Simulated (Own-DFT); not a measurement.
# Stretching a layer in its plane: wurtzite GaN, 72 atoms (Ga36N36)

The numbers are computed, not measured, by runs of the plane-wave DFT program Own-DFT (in-house, retired, unreviewed) at fixed positions, with no spin and no spin-orbit coupling.

Settings: PBE; PseudoDojo norm-conserving scalar-relativistic files; cutoff 42 hartree; 4 x 4 x 3 k mesh centred on Gamma; Fermi-Dirac smearing of 0.1 eV.

Caveats: forces not confirmed at this smearing and k mesh; stress not checked against mesh or cutoff.

Unstrained cell vectors in Å: (9.567, 0.000, 0.000); (-4.783, 8.285, 0.000); (0.000, 0.000, 10.370). The unstrained cell has measured lattice constants (interpolated for alloys), not those of this functional. That, the random moves and any unrelaxed bonds set the pressure at no strain. Each run strains x and y alike by e, as a substrate would, and holds the height along z. All atoms carry random offsets, Gaussian with a width of 0.05 Å per axis. Stress is positive in tension.

| e (%) | u (Å) | (s_xx + s_yy)/2 (GPa) | s_zz (GPa) |
|---|---|---|---|
| -1.25 | 0.051 | -13.69 | -10.52 |
| -0.75 | 0.052 | -12.25 | -8.44 |
| -0.25 | 0.050 | -9.09 | -8.62 |
| 0.25 | 0.052 | ? | ? |
| 0.75 | 0.051 | -3.48 | -7.60 |
| 1.25 | 0.050 | -1.05 | -6.14 |
| 1.75 | 0.054 | 1.06 | -6.42 |
| 2.50 | 0.050 | 4.04 | -3.34 |
| 2.75 | 0.046 | 5.14 | -2.91 |
| 3.00 | 0.054 | 5.21 | -1.89 |

## Analysis

With e as a fraction, the in-plane stress is -7.4 + 525 e - 2945 e² GPa (errors 23 and 1076, scatter 0.53), and s_zz is -8.2 + 181 e GPa (slope ± 19, scatter 0.83). At e = 0 the first slope is C11 + C12 and the second 2 C13, both with the ions held to the strained lattice and at the cell's own pressure. A free layer would change its height as e changes, and the in-plane slope would drop by 2 C13²/C33 to the biaxial modulus. At fixed height, a misfit of 1 % moves the in-plane stress by about 5.3 GPa and s_zz by 1.8 GPa.

## Test on the hidden row

The question: what are the two stresses at e = 0.25 %?

The fitted form gives -6.1 and -7.7 GPa. Computed: -5.34 and -9.60 GPa.
